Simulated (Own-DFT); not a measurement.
# Computed records: AlGa₃N₄ (wurtzite random alloy, strained, atoms displaced)

Computed with Own-DFT development build. A calculation, not a measurement: plane-wave PBE density functional theory by an unreviewed code, no spin, of a simulated periodic cell, stress positive in tension, free energy of the whole cell less one offset for each atom, forces on such cells passed a denser k mesh, this cell's mesh not checked; offsets are fitted by least squares, one for each functional and potential file, so energies compare only between cells with the same atoms and settings and are not formation energies; the far tail of each file's local potential was reset to the Coulomb form; each entry is a single point on an unrelaxed cell, so the pressure reflects the starting lattice, mostly measured values, from which strain is counted, and rises with the displacements; printed positions are rounded, which can move forces by about a meV/angstrom; the program is a retired in-house code; no spin-orbit coupling.

Settings shared by all entries: functional PBE; potential files PseudoDojo norm-conserving, scalar-relativistic, standard set with the stringent files for Ga; wave cutoff 96 hartree; occupations Gaussian; smearing width 0.01 eV; k mesh 4 x 4 x 3 centred on Gamma.

```yaml
- entry: 1
  formula: AlGa3N4
  kind: "wurtzite random alloy, strained, atoms displaced"
  structure:
    cell_angstrom: [[9.3428, 0.0, 0.0], [-4.6714, 8.0911, 0.0], [0.0, 0.0, 10.2685]]
    atoms_fractional:
      - [Ga, 0.11284, 0.22714, 0.00487]
      - [Ga, 0.22902, 0.1068, 0.24496]
      - ["N", 0.11074, 0.2132, 0.19518]
      - ["N", 0.22751, 0.10011, 0.45157]
      - [Ga, 0.11076, 0.22729, 0.49911]
      - [Ga, 0.22078, 0.11752, 0.75654]
      - ["N", 0.11542, 0.21751, 0.6863]
      - ["N", 0.22221, 0.11426, 0.93428]
      - [Al, 0.10453, 0.54896, 0.00269]
      - [Al, 0.21196, 0.44176, 0.25236]
      - ["N", 0.12021, 0.56479, 0.18646]
      - ["N", 0.21939, 0.448, 0.44583]
      - [Ga, 0.10747, 0.5522, 0.49607]
      - [Ga, 0.22409, 0.44466, 0.75179]
      - ["N", 0.12011, 0.555, 0.6895]
      - ["N", 0.22643, 0.44974, 0.93807]
      - [Ga, 0.10678, 0.88421, 0.00649]
      - [Ga, 0.23266, 0.78134, 0.24282]
      - ["N", 0.10539, 0.8872, 0.18627]
      - ["N", 0.23769, 0.79129, 0.43349]
      - [Ga, 0.11882, 0.89778, 0.49488]
      - [Ga, 0.22225, 0.77689, 0.74488]
      - ["N", 0.12153, 0.89849, 0.69615]
      - ["N", 0.23268, 0.78495, 0.93657]
      - [Ga, 0.43912, 0.21823, 0.00018]
      - [Ga, 0.55285, 0.10649, 0.26075]
      - ["N", 0.4364, 0.21966, 0.1817]
      - ["N", 0.54806, 0.10833, 0.43757]
      - [Al, 0.43372, 0.21647, 0.49913]
      - [Ga, 0.55823, 0.11668, 0.74638]
      - ["N", 0.42487, 0.21239, 0.69288]
      - ["N", 0.55798, 0.11002, 0.94201]
      - [Al, 0.4449, 0.55735, 0.99354]
      - [Ga, 0.55275, 0.4512, 0.25217]
      - ["N", 0.45479, 0.55955, 0.18877]
      - ["N", 0.55561, 0.44347, 0.43502]
      - [Al, 0.44303, 0.56295, 0.50214]
      - [Ga, 0.55691, 0.44158, 0.75031]
      - ["N", 0.44764, 0.55366, 0.68875]
      - ["N", 0.55294, 0.43662, 0.93269]
      - [Ga, 0.44542, 0.89335, 0.00781]
      - [Ga, 0.55511, 0.78548, 0.2473]
      - ["N", 0.43937, 0.8924, 0.18859]
      - ["N", 0.56085, 0.78795, 0.43719]
      - [Al, 0.44526, 0.88094, 0.50741]
      - [Ga, 0.55014, 0.77331, 0.74541]
      - ["N", 0.44918, 0.88935, 0.68081]
      - ["N", 0.55545, 0.78225, 0.94536]
      - [Ga, 0.77732, 0.22093, 0.01083]
      - [Al, 0.88499, 0.10575, 0.24243]
      - ["N", 0.7705, 0.22164, 0.18799]
      - ["N", 0.88805, 0.1163, 0.44565]
      - [Ga, 0.77132, 0.21121, 0.5006]
      - [Ga, 0.89051, 0.10541, 0.75345]
      - ["N", 0.76845, 0.21394, 0.6873]
      - ["N", 0.90118, 0.11811, 0.94838]
      - [Ga, 0.78946, 0.55409, 0.00343]
      - [Al, 0.89297, 0.45079, 0.25229]
      - ["N", 0.7707, 0.55761, 0.18755]
      - ["N", 0.88621, 0.43796, 0.44023]
      - [Ga, 0.77341, 0.55765, 0.49636]
      - [Ga, 0.88385, 0.44092, 0.75333]
      - ["N", 0.78765, 0.55216, 0.68709]
      - ["N", 0.90014, 0.44629, 0.94506]
      - [Al, 0.78659, 0.8922, 0.0032]
      - [Ga, 0.88847, 0.77831, 0.24947]
      - ["N", 0.78057, 0.89356, 0.1849]
      - ["N", 0.89154, 0.7751, 0.43284]
      - [Ga, 0.77692, 0.8935, 0.50666]
      - [Ga, 0.89615, 0.77769, 0.74446]
      - ["N", 0.7707, 0.88956, 0.68986]
      - ["N", 0.87954, 0.77832, 0.94048]
  results:
    "free_energy_of_cell_above_offsets [eV]": "-6.800"
    "pressure [GPa]": 15.15
    "stress_xx [GPa]": -17.83
    "stress_yy [GPa]": -16.27
    "stress_zz [GPa]": -11.35
    "stress_yz [GPa]": 0.11
    "stress_xz [GPa]": -0.27
    "stress_xy [GPa]": -1.28
    force_element: [Ga, Ga, "N", "N", Ga, Ga, "N", "N", Al, Al, "N", "N", Ga, Ga, "N", "N", Ga, Ga, "N", "N", Ga, Ga, "N", "N", Ga, Ga, "N", "N", Al, Ga, "N", "N", Al, Ga, "N", "N", Al, Ga, "N", "N", Ga, Ga, "N", "N", Al, Ga, "N", "N", Ga, Al, "N", "N", Ga, Ga, "N", "N", Ga, Al, "N", "N", Ga, Ga, "N", "N", Al, Ga, "N", "N", Ga, Ga, "N", "N"]
    "force_x [eV/angstrom]": [1.87, -1.247, -1.617, -2.494, 1.045, -0.186, -2.388, -0.681, 2.597, 2.03, -0.922, 2.145, -0.978, 0.368, -1.816, -0.447, 0.272, -2.726, 1.119, -0.321, -0.079, 0.583, -0.864, -1.554, 0.702, -0.877, 2.046, -0.172, 2.172, -1.699, 3.546, -0.017, 1.052, 1.114, -3.822, -1.957, 0.941, 0.371, -0.177, -0.099, 0.483, 0.791, 2.226, -0.379, -0.863, -0.038, -0.666, 1.513, -0.183, -0.094, 1.668, 1.421, -1.487, -0.411, 1.946, -1.869, -2.506, -0.747, 2.388, -0.525, 1.213, 2.291, -2.098, -0.976, -1.963, -0.591, -0.337, -0.631, 1.151, -0.724, 1.677, 1.489]
    "force_y [eV/angstrom]": [0.436, -0.286, 1.741, 4.646, -1.18, -1.572, 1.165, -0.802, 2.444, 0.114, -2.653, 0.199, 1.868, -0.82, -0.31, 0.27, 0.615, -0.192, -0.357, -1.764, -4.617, 0.518, -1.29, -2.019, 0.169, 1.23, 0.984, -0.415, 1.465, -1.416, 2.063, 0.759, 0.241, -1.821, 0.117, -0.653, -0.549, -0.375, -0.059, 1.662, -0.181, -0.774, 0.95, -1.649, 1.553, 0.518, 0.096, -0.42, -0.313, 1.122, 0.865, -1.214, 1.42, 1.258, 1.329, -1.759, 0.153, -0.501, -0.742, 0.451, -0.668, -0.667, 0.724, -0.95, -0.03, -0.042, 0.058, 1.096, -0.279, 0.254, -0.783, -0.43]
    "force_z [eV/angstrom]": [0.175, 1.841, 0.416, -3.487, 0.455, 0.138, -0.058, 2.269, -0.525, -0.004, -0.091, -2.322, 1.139, -0.035, -0.655, 0.989, -2.444, 2.0, 0.869, 0.384, 2.103, 1.084, -1.689, 0.57, -0.773, -1.722, 1.386, 2.242, 1.312, 1.448, -2.492, -0.938, 0.925, -0.32, -1.241, 1.702, -0.528, -0.409, -1.416, 1.367, -1.606, 0.116, -0.054, 0.349, -1.908, 2.19, 0.986, -0.646, -2.088, 1.487, 2.453, -2.736, 0.31, 0.521, 0.355, -1.121, -0.567, 0.004, 0.577, -1.457, 0.502, 0.018, -0.583, -0.988, -0.539, -0.047, 0.11, 1.24, -1.069, 1.026, 0.192, -0.697]
- entry: 2
  formula: AlGa3N4
  kind: "wurtzite random alloy, strained, atoms displaced"
  structure:
    cell_angstrom: [[9.3428, 0.0, 0.0], [-4.6714, 8.0911, 0.0], [0.0, 0.0, 10.2685]]
    atoms_fractional:
      - [Al, 0.11292, 0.22643, 0.00346]
      - [Al, 0.21506, 0.10897, 0.2481]
      - ["N", 0.11149, 0.2248, 0.1893]
      - ["N", 0.21605, 0.10713, 0.43392]
      - [Ga, 0.10979, 0.21594, 0.49961]
      - [Ga, 0.23162, 0.12194, 0.75127]
      - ["N", 0.12317, 0.22782, 0.6785]
      - ["N", 0.22033, 0.11636, 0.94798]
      - [Ga, 0.12343, 0.55833, 0.99944]
      - [Ga, 0.22241, 0.44003, 0.25256]
      - ["N", 0.11252, 0.5501, 0.19457]
      - ["N", 0.21421, 0.44448, 0.44072]
      - [Ga, 0.11209, 0.56188, 0.49863]
      - [Ga, 0.21501, 0.45031, 0.74352]
      - ["N", 0.10051, 0.5517, 0.68755]
      - ["N", 0.22195, 0.45164, 0.9462]
      - [Ga, 0.09955, 0.88517, 3.0e-05]
      - [Al, 0.21069, 0.76402, 0.24821]
      - ["N", 0.11613, 0.8955, 0.19044]
      - ["N", 0.22968, 0.77872, 0.43692]
      - [Al, 0.11356, 0.90208, 0.50341]
      - [Al, 0.23536, 0.7816, 0.75494]
      - ["N", 0.10678, 0.8784, 0.6881]
      - ["N", 0.21698, 0.77978, 0.93199]
      - [Ga, 0.43274, 0.21531, 0.00113]
      - [Ga, 0.5666, 0.12372, 0.24429]
      - ["N", 0.4425, 0.21557, 0.19763]
      - ["N", 0.55943, 0.10975, 0.43196]
      - [Ga, 0.44797, 0.22651, 0.5007]
      - [Ga, 0.56559, 0.11615, 0.75087]
      - ["N", 0.44653, 0.23544, 0.69298]
      - ["N", 0.55649, 0.11834, 0.93905]
      - [Ga, 0.43465, 0.54922, 0.99932]
      - [Ga, 0.55659, 0.44591, 0.2455]
      - ["N", 0.44587, 0.5474, 0.19211]
      - ["N", 0.55974, 0.43365, 0.43856]
      - [Al, 0.44677, 0.56418, 0.51004]
      - [Ga, 0.54966, 0.43628, 0.74064]
      - ["N", 0.45904, 0.56741, 0.69228]
      - ["N", 0.55644, 0.44893, 0.94254]
      - [Ga, 0.44506, 0.88963, 0.00299]
      - [Ga, 0.54411, 0.76556, 0.25158]
      - ["N", 0.44579, 0.88608, 0.17781]
      - ["N", 0.54243, 0.77876, 0.44192]
      - [Ga, 0.4584, 0.89891, 0.49322]
      - [Ga, 0.55563, 0.77693, 0.7477]
      - ["N", 0.43448, 0.87698, 0.68748]
      - ["N", 0.56906, 0.77921, 0.9392]
      - [Ga, 0.75835, 0.2109, 0.00353]
      - [Ga, 0.89002, 0.11351, 0.25555]
      - ["N", 0.77205, 0.22029, 0.19334]
      - ["N", 0.88521, 0.10875, 0.43926]
      - [Ga, 0.78925, 0.23124, 0.50983]
      - [Al, 0.89089, 0.11466, 0.74359]
      - ["N", 0.78098, 0.22305, 0.68377]
      - ["N", 0.88948, 0.11317, 0.93315]
      - [Al, 0.78267, 0.55716, 0.00103]
      - [Ga, 0.89372, 0.44544, 0.24932]
      - ["N", 0.78845, 0.55571, 0.18933]
      - ["N", 0.89373, 0.43827, 0.44481]
      - [Ga, 0.75613, 0.5458, 0.50405]
      - [Ga, 0.88188, 0.44445, 0.74902]
      - ["N", 0.77899, 0.5569, 0.68616]
      - ["N", 0.89586, 0.45382, 0.93434]
      - [Ga, 0.78147, 0.88532, 0.00908]
      - [Al, 0.8932, 0.77984, 0.24992]
      - ["N", 0.78822, 0.89417, 0.17953]
      - ["N", 0.89157, 0.77774, 0.4382]
      - [Ga, 0.77174, 0.89487, 0.49947]
      - [Ga, 0.88621, 0.76708, 0.7425]
      - ["N", 0.77719, 0.87541, 0.68398]
      - ["N", 0.896, 0.7793, 0.93925]
  results:
    "free_energy_of_cell_above_offsets [eV]": "-4.683"
    "pressure [GPa]": 16.15
    "stress_xx [GPa]": -18.76
    "stress_yy [GPa]": -18.23
    "stress_zz [GPa]": -11.45
    "stress_yz [GPa]": -0.43
    "stress_xz [GPa]": -0.67
    "stress_xy [GPa]": -0.21
    force_element: [Al, Al, "N", "N", Ga, Ga, "N", "N", Ga, Ga, "N", "N", Ga, Ga, "N", "N", Ga, Al, "N", "N", Al, Al, "N", "N", Ga, Ga, "N", "N", Ga, Ga, "N", "N", Ga, Ga, "N", "N", Al, Ga, "N", "N", Ga, Ga, "N", "N", Ga, Ga, "N", "N", Ga, Ga, "N", "N", Ga, Al, "N", "N", Al, Ga, "N", "N", Ga, Ga, "N", "N", Ga, Al, "N", "N", Ga, Ga, "N", "N"]
    "force_x [eV/angstrom]": [-1.418, 1.142, 0.511, 1.007, -0.393, -1.146, -1.849, -1.361, -3.786, 0.153, 0.113, 2.702, -0.102, 1.477, 0.729, 1.413, 2.44, 0.797, -0.003, -1.713, 0.961, -3.28, 1.642, 1.211, 1.388, -1.938, -2.086, -0.071, -0.114, -1.308, 1.8, -1.815, 2.239, 1.978, -1.4, -4.507, -0.559, 0.567, -1.743, 1.053, 0.319, 0.618, -1.013, 3.864, -3.788, 0.675, 1.351, -2.169, 3.863, -0.296, 2.959, 0.21, -0.989, 1.192, 0.453, 0.471, -0.339, -0.186, -1.532, -1.907, 4.804, 0.866, -0.952, -0.696, 0.096, -0.028, -0.275, -0.491, 1.347, 0.257, -1.13, -2.288]
    "force_y [eV/angstrom]": [-0.243, 0.379, -0.949, 0.61, 1.171, -2.493, -0.508, -0.519, 1.091, 0.428, 0.854, -0.009, 0.391, -0.281, 1.882, -3.157, 1.234, 2.626, -1.555, 1.339, -2.844, -1.372, 1.91, 0.384, 1.953, -3.277, 0.705, 1.89, -2.812, -1.289, -4.849, -1.713, 1.72, -1.071, 0.677, 1.478, -1.345, 4.938, -2.69, -0.657, -0.621, 1.797, -0.408, -2.497, 0.046, 1.866, 2.527, -0.455, 2.585, -0.457, 1.258, 0.695, -1.444, -1.216, -0.733, 0.54, -0.116, -0.753, 1.199, 1.666, 2.809, 0.22, -2.115, -1.077, 0.8, -0.074, -0.996, 0.124, -1.894, 1.859, 3.005, -2.166]
    "force_z [eV/angstrom]": [-0.344, 0.445, -0.791, -0.331, -1.133, 0.879, 2.301, -1.583, 0.953, 1.039, -1.418, 0.398, 0.64, 0.821, 0.291, -2.283, 0.78, 0.744, 0.154, -0.912, -0.248, -1.003, -0.305, 0.839, 1.179, 1.798, -1.344, 1.099, -0.362, -0.05, -2.078, -1.259, 0.284, 0.719, -0.842, -1.351, -1.424, 3.578, -1.664, -0.45, -2.265, -0.434, 3.095, -1.297, 1.607, 1.857, -0.462, -0.353, 0.18, -0.894, -1.665, 0.111, -2.921, 1.051, 2.377, -0.185, -0.277, 1.499, -0.833, -1.485, -0.384, 0.866, -0.181, 1.227, -3.646, 0.469, 4.681, -0.508, -0.159, 1.92, 0.312, -1.07]
- entry: 3
  formula: AlGa3N4
  kind: "wurtzite random alloy, strained, atoms displaced"
  structure:
    cell_angstrom: [[9.3428, 0.0, 0.0], [-4.6714, 8.0911, 0.0], [0.0, 0.0, 10.2685]]
    atoms_fractional:
      - [Al, 0.10297, 0.20687, 0.99667]
      - [Ga, 0.22128, 0.11443, 0.24741]
      - ["N", 0.11147, 0.21656, 0.18506]
      - ["N", 0.22724, 0.10699, 0.43761]
      - [Al, 0.11148, 0.21799, 0.50343]
      - [Ga, 0.22108, 0.11794, 0.75382]
      - ["N", 0.11797, 0.23023, 0.69464]
      - ["N", 0.232, 0.11987, 0.94238]
      - [Al, 0.11545, 0.56231, 0.00085]
      - [Al, 0.22037, 0.44317, 0.24496]
      - ["N", 0.11389, 0.56042, 0.18617]
      - ["N", 0.2193, 0.43927, 0.44755]
      - [Al, 0.11034, 0.55955, 0.50426]
      - [Al, 0.22632, 0.44723, 0.75643]
      - ["N", 0.11347, 0.55229, 0.68609]
      - ["N", 0.2248, 0.44808, 0.93193]
      - [Ga, 0.11666, 0.89004, 0.00152]
      - [Ga, 0.22526, 0.77844, 0.24808]
      - ["N", 0.11326, 0.89139, 0.19351]
      - ["N", 0.22229, 0.78154, 0.44791]
      - [Ga, 0.11164, 0.88903, 0.5013]
      - [Ga, 0.22733, 0.78444, 0.74963]
      - ["N", 0.12147, 0.88982, 0.68197]
      - ["N", 0.22997, 0.77278, 0.93752]
      - [Ga, 0.45398, 0.22946, 0.00482]
      - [Ga, 0.56171, 0.11914, 0.24849]
      - ["N", 0.44097, 0.21623, 0.18472]
      - ["N", 0.55404, 0.1128, 0.43296]
      - [Al, 0.44098, 0.22663, 0.50122]
      - [Ga, 0.56146, 0.11151, 0.74399]
      - ["N", 0.43867, 0.2171, 0.69861]
      - ["N", 0.54779, 0.1138, 0.93468]
      - [Ga, 0.44311, 0.55712, 0.99847]
      - [Ga, 0.55117, 0.44435, 0.2532]
      - ["N", 0.45076, 0.55525, 0.19712]
      - ["N", 0.55983, 0.44607, 0.44357]
      - [Al, 0.44797, 0.55205, 0.49913]
      - [Ga, 0.55195, 0.4533, 0.7518]
      - ["N", 0.44941, 0.55798, 0.68735]
      - ["N", 0.55327, 0.4453, 0.9432]
      - [Ga, 0.43996, 0.90188, 0.00031]
      - [Ga, 0.5469, 0.76751, 0.24587]
      - ["N", 0.45119, 0.88502, 0.19531]
      - ["N", 0.55894, 0.7818, 0.42979]
      - [Ga, 0.4467, 0.89323, 0.49755]
      - [Ga, 0.55117, 0.77975, 0.75093]
      - ["N", 0.44597, 0.89663, 0.6999]
      - ["N", 0.55501, 0.76876, 0.94363]
      - [Ga, 0.77703, 0.22483, 0.99986]
      - [Ga, 0.88911, 0.11267, 0.25964]
      - ["N", 0.78101, 0.23421, 0.18874]
      - ["N", 0.88756, 0.1056, 0.43285]
      - [Al, 0.77371, 0.23303, 0.50595]
      - [Ga, 0.8879, 0.11038, 0.7497]
      - ["N", 0.77733, 0.22616, 0.68608]
      - ["N", 0.89658, 0.12049, 0.93636]
      - [Ga, 0.77355, 0.55437, 0.9978]
      - [Ga, 0.89431, 0.44359, 0.25168]
      - ["N", 0.78963, 0.56422, 0.18729]
      - ["N", 0.88747, 0.43683, 0.43854]
      - [Ga, 0.77948, 0.55538, 0.48965]
      - [Ga, 0.8889, 0.43597, 0.75102]
      - ["N", 0.78705, 0.56034, 0.68034]
      - ["N", 0.88921, 0.44291, 0.94045]
      - [Ga, 0.77484, 0.8933, 0.99945]
      - [Ga, 0.8888, 0.77499, 0.24268]
      - ["N", 0.7807, 0.8894, 0.19786]
      - ["N", 0.89095, 0.77452, 0.43409]
      - [Ga, 0.78145, 0.88741, 0.50261]
      - [Ga, 0.88792, 0.77039, 0.75122]
      - ["N", 0.78354, 0.88632, 0.69648]
      - ["N", 0.88835, 0.77873, 0.93135]
  results:
    "stress_xx [GPa]": null
    "pressure [GPa]": null
    "stress_yy [GPa]": null
```

To be estimated
1. What stress xx does the calculation give for AlGa₃N₄ (wurtzite random alloy, strained, atoms displaced) (entry 3)?
2. Estimate the pressure of AlGa₃N₄ (wurtzite random alloy, strained, atoms displaced) (entry 3).
3. Give the missing stress yy for AlGa₃N₄ (wurtzite random alloy, strained, atoms displaced) (entry 3).

Answers
1. -15.72 GPa
2. 14.7 GPa
3. -18.39 GPa

Further results for AlGa₃N₄ (wurtzite random alloy, strained, atoms displaced) (entry 3):

- free energy of cell above offsets: -7.669 eV
- stress zz: -9.98 GPa
- stress yz: 0.24 GPa
- stress xz: -1.09 GPa
- stress xy: 0.56 GPa

Force:
| element | x (eV/Å) | y (eV/Å) | z (eV/Å) |
| --- | --- | --- | --- |
| Al | 0.95 | 2.49 | 0.805 |
| Ga | 0.769 | -0.73 | 1.07 |
| N | -1.478 | 2 | -0.858 |
| N | -1.253 | 1.825 | 0.375 |
| Al | -0.219 | 0.104 | -0.231 |
| Ga | 0.783 | -1.681 | 0.302 |
| N | -1.116 | 0.022 | -1.558 |
| N | -1.03 | -1.103 | 0.008 |
| Al | 0.133 | -1.557 | -0.436 |
| Al | 0.327 | -0.32 | 1.071 |
| N | 1.374 | -1.021 | -0.547 |
| N | 0.142 | 0.569 | -1.52 |
| Al | 0.742 | -0.608 | -0.331 |
| Al | -0.305 | 0.459 | -1.811 |
| N | 0.483 | 0.217 | 0.472 |
| N | -1.063 | -1.111 | 1.928 |
| Ga | -0.522 | -0.079 | -0.193 |
| Ga | -0.128 | 0.685 | 1.517 |
| N | 0.632 | -0.22 | -1.251 |
| N | 0.833 | -1.829 | -1.507 |
| Ga | -0.546 | -0.055 | -0.465 |
| Ga | -0.463 | -1.605 | 0.123 |
| N | -1.947 | 0.737 | 1.783 |
| N | -1.964 | 0.009 | 0.147 |
| Ga | -1.162 | -0.126 | -0.791 |
| Ga | 0.004 | -1.193 | 0.367 |
| N | 0.204 | 1.194 | 1.153 |
| N | -0.022 | 1.666 | 1.985 |
| Al | 0.954 | -0.877 | 0.732 |
| Ga | -1.688 | 1.318 | 1.408 |
| N | 0.809 | 1.727 | -2.496 |
| N | 2.164 | 0.447 | -0.081 |
| Ga | -0.146 | -1.241 | 1.312 |
| Ga | 2.301 | -0.693 | 0.021 |
| N | -2.571 | -1.933 | -1.831 |
| N | -1.433 | -1.162 | -0.567 |
| Al | -1.304 | 1.15 | 0.024 |
| Ga | 2.716 | -1.442 | 0.178 |
| N | -2.226 | 0.309 | -1.024 |
| N | 0.154 | 0.432 | -0.928 |
| Ga | 2.365 | -1.35 | 1.067 |
| Ga | 1.929 | 1.965 | 0.984 |
| N | -1.996 | 1.716 | -1.758 |
| N | -0.062 | -1.51 | 2.409 |
| Ga | 0.486 | -0.406 | 0.432 |
| Ga | 1.113 | -0.142 | 0.585 |
| N | 1.205 | -1.254 | -2.339 |
| N | -1.246 | 2.627 | -0.928 |
| Ga | -0.033 | -0.457 | 0.36 |
| Ga | -0.186 | -0.167 | -2.574 |
| N | 0.911 | -1.988 | -0.76 |
| N | -0.172 | 1.869 | 4.15 |
| Al | 1.008 | -2.318 | -1.4 |
| Ga | 0.498 | 0.293 | -0.197 |
| N | 0.959 | -1.248 | -0.885 |
| N | -1.022 | -1.044 | 0.145 |
| Ga | 0.812 | 0.672 | 0.444 |
| Ga | -0.641 | 1.438 | 0.189 |
| N | -0.928 | -2.666 | -0.277 |
| N | 0.919 | 1.283 | 0.127 |
| Ga | 0.795 | 0.426 | 1.456 |
| Ga | -0.346 | 2.518 | 0.355 |
| N | -0.637 | -1.771 | 0.591 |
| N | 0.637 | 1.214 | -0.272 |
| Ga | 0.906 | -0.193 | 0.913 |
| Ga | -0.011 | 1.434 | 1.515 |
| N | -0.976 | 0.338 | -2.071 |
| N | -0.204 | 0.637 | -0.041 |
| Ga | -0.371 | -0.44 | -0.312 |
| Ga | 1.258 | 0.893 | -0.867 |
| N | -1.394 | 0.489 | -1.301 |
| N | 0.541 | 0.364 | 1.903 |
